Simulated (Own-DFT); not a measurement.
# How strain changes the stress of beta-Si3N4, 112 atoms (N64Si48)

These are calculations, not measurements. The program, named Own-DFT, is a retired in-house plane-wave density functional code that no person has reviewed. Each row is one single-point run on a periodic cell that was not relaxed, without spin or spin-orbit coupling.

Settings of every run: PBE; PseudoDojo norm-conserving scalar-relativistic files; cutoff 42 hartree; 2 x 2 x 4 k mesh centred on Gamma; Fermi-Dirac smearing of 0.1 eV.

Known limits: forces on such cells moved up to 12 meV/angstrom on a denser k mesh; stress not checked against mesh or cutoff.

Unstrained cell vectors in Å: (15.212, 0.000, 0.000); (-7.606, 13.174, 0.000); (0.000, 0.000, 5.818). The unstrained cell has measured lattice constants (interpolated for alloys), not those of this functional. That, the random moves and any unrelaxed bonds set the pressure at no strain. Each run strains this cell uniformly, with the atoms carried along. Every atom was also moved at random, by a Gaussian of width 0.05 Å on each axis. Strain is the symmetric tensor, in per cent. Stress is positive in tension, and the pressure is minus a third of its trace.

```
run,e_xx (%),e_yy (%),e_zz (%),e_yz (%),e_xz (%),e_xy (%),s_xx (GPa),s_yy (GPa),s_zz (GPa),s_yz (GPa),s_xz (GPa),s_xy (GPa),P (GPa),E (meV/atom)
1,0.41,-0.84,0.01,0.62,-0.57,-0.64,-6.27,-9.79,-11.57,0.39,-3.09,-0.57,9.21,21.4
2,0.63,-1.98,-0.89,0.43,1.08,-1.99,-9.66,-17.22,-16.20,0.80,3.42,-7.12,14.36,39.3
3,-1.53,-0.91,1.46,0.33,-0.25,0.49,-14.01,-13.74,-4.27,0.72,-1.99,2.14,10.67,30.4
4,-0.17,1.47,-1.43,-0.54,-0.44,1.39,-7.09,-0.55,-19.87,-2.99,-0.43,4.69,9.17,22.1
5,0.93,1.83,-0.70,-0.10,-1.17,-0.05,-0.15,2.32,-14.23,-0.15,-4.08,-0.97,4.02,30.2
6,-0.85,-1.17,-1.40,0.21,-1.75,0.94,-15.44,-19.11,-21.63,0.42,-6.11,4.83,18.73,74.5
7,-1.67,0.16,0.60,-1.84,-0.66,0.56,-14.68,-10.63,-7.62,-4.46,-3.12,4.62,10.98,55.9
8,-0.53,0.36,-1.01,0.13,1.72,-0.57,-7.63,-8.90,-21.01,2.36,5.28,-3.11,12.51,44.4
9,-1.72,0.19,1.20,-1.69,1.35,0.53,-15.29,-7.57,-2.89,-4.19,5.36,0.99,8.58,14.0
10,-1.40,1.23,-1.69,1.20,-1.12,-1.27,-13.15,-3.84,-23.68,5.08,-2.87,-4.28,13.56,29.9
11,1.41,-0.75,-1.29,1.72,1.16,0.58,-2.57,-11.21,-18.07,5.90,4.32,2.30,10.62,31.4
12,0.20,-0.93,-0.54,0.62,-1.37,-1.74,-10.47,-11.94,-13.38,2.02,-4.93,-9.70,11.93,39.0
13,-0.94,-0.40,-0.10,1.25,1.12,-1.54,-16.45,-11.28,-12.02,2.76,2.88,-10.26,13.25,62.5
14,-0.48,0.12,1.41,-1.80,-0.49,-0.59,-7.18,-7.07,-0.49,-6.04,-1.32,-2.83,4.91,0.0
15,1.07,1.26,-1.86,-0.96,1.45,-0.36,-1.70,-1.96,-18.22,-2.97,4.01,-1.73,7.30,16.2
16,-1.79,1.39,1.81,-0.46,-0.46,-0.46,-14.40,-2.17,2.46,-1.93,-1.08,-3.22,4.70,20.0
17,0.50,1.00,-1.04,-0.90,-1.40,1.34,?,?,?,?,?,?,?,?
```

E is the free energy for each atom above the lowest run shown.

## Worked fit

Each stress component was fitted by least squares to a constant and the strains of the runs shown, as fractions, with shears doubled. Shear strains stay in the fit of a normal stress only where such slopes are resolved. The slopes, in GPa:

| stress | at no strain | per e_xx | per e_yy | per e_zz | scatter |
|---|---|---|---|---|---|
| s_xx | -7.6 | 505 ± 50 | 191 ± 38 | 83 ± 44 | 1.65 |
| s_yy | -7.7 | 179 ± 39 | 528 ± 30 | 104 ± 34 | 1.28 |
| s_zz | -10.2 | 142 ± 48 | 71 ± 37 | 713 ± 42 | 1.61 |

Each shear stress against twice its own strain: yz 147 ± 17, xz 167 ± 10, xy 222 ± 25 GPa. These are stiffnesses along x, y and z of the frame in which the cell vectors are given, which need not be the crystal's axes. The atoms are held to the strained lattice; where symmetry lets them move under strain, relaxing them would lower some slopes. The table should be nearly symmetric about its diagonal, and what it lacks of that shows the noise. A ninth of its sum, 279 ± 11 GPa, estimates the bulk modulus near the mean pressure of these runs, 10.3 GPa, so it lies above the value at zero pressure.

## Withheld run

Question: what normal stresses and pressure should run 17 give?

The fit gives s_xx = -4.1, s_yy = -2.7, s_zz = -16.2 and P = 7.7 GPa. The calculation gave -2.74, -3.42, -15.77 and P = 7.31 GPa.
